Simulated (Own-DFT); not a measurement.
# Which defects push the lattice out? zincblende GaAs

No measurement is shown. These are fixed-geometry runs of a retired plane-wave code named Own-DFT, which no person has reviewed; spin and spin-orbit coupling are neglected.

Settings: PBE; PseudoDojo norm-conserving scalar-relativistic files; cutoff 42 hartree; 3 x 3 x 3 k mesh centred on Gamma; Fermi-Dirac smearing of 0.1 eV.

Known weak points (not all hold for every row): not probed for a lower state with spin; forces not confirmed at this smearing and k mesh; stress not checked against mesh or cutoff.

All runs share one cell, with vectors in Å (11.737, 0.000, 0.000); (0.000, 11.737, 0.000); (0.000, 0.000, 10.919) and a volume of 1504.3 Å³, strained against the parent crystal. Atoms were moved at random from their sites; u is the rms move along one axis. The defect's site can differ from row to row.

```
                             cell     formula   u (Å)  P (GPa)
                        no defect    As32Ga32  0.0294     0.74
                        no defect    As32Ga32  0.0315     0.79
                        no defect    As32Ga32  0.0515     1.10
one As vacancy and one Ga vacancy    As31Ga31  0.0296     0.46
one As vacancy and one Ga vacancy    As31Ga31  0.0485     0.65
one As vacancy and one Ga vacancy    As31Ga31  0.0574     0.90
              one In on a Ga site  As32Ga31In  0.0279     1.33
              one In on a Ga site  As32Ga31In  0.0303     1.28
              one In on a Ga site  As32Ga31In  0.0489     1.67
              one P on an As site   As31Ga32P  0.0313     0.53
              one P on an As site   As31Ga32P  0.0321     0.54
              one P on an As site   As31Ga32P  0.0476     0.84
              one P on an As site   As31Ga32P  0.0479        ?
              one Al on a Ga site  AlAs32Ga31  0.0292     0.72
              one Al on a Ga site  AlAs32Ga31  0.0308     0.77
              one Al on a Ga site  AlAs32Ga31  0.0506     1.06
```

## Working it out

P = P0 + c u² + a shift for each defect gives P0 = 0.57 GPa, c = 201 ± 13 GPa/Å² and a scatter of 0.04 GPa. The shifts, and each times the cell's volume:

- one In on a Ga site: 0.58 ± 0.03 GPa, 5.5 eV
- one Al on a Ga site: -0.02 ± 0.03 GPa, -0.2 eV (not resolved)
- one P on an As site: -0.23 ± 0.03 GPa, -2.1 eV
- one As vacancy and one Ga vacancy: -0.34 ± 0.03 GPa, -3.2 eV

A positive shift means that the defect pushes the cell outwards. Shift times volume (160.2 GPa Å³ is 1 eV) depends little on the cell's size, so, taken for each site, it can be compared between cells at like pressure. The atoms around the defects weren't relaxed, which would change these numbers.

## Prediction

Question: what pressure belongs in the blank (one P on an As site, u = 0.0479 Å)?

Estimate: 0.81 ± 0.05 GPa. Computed: 0.86 GPa.
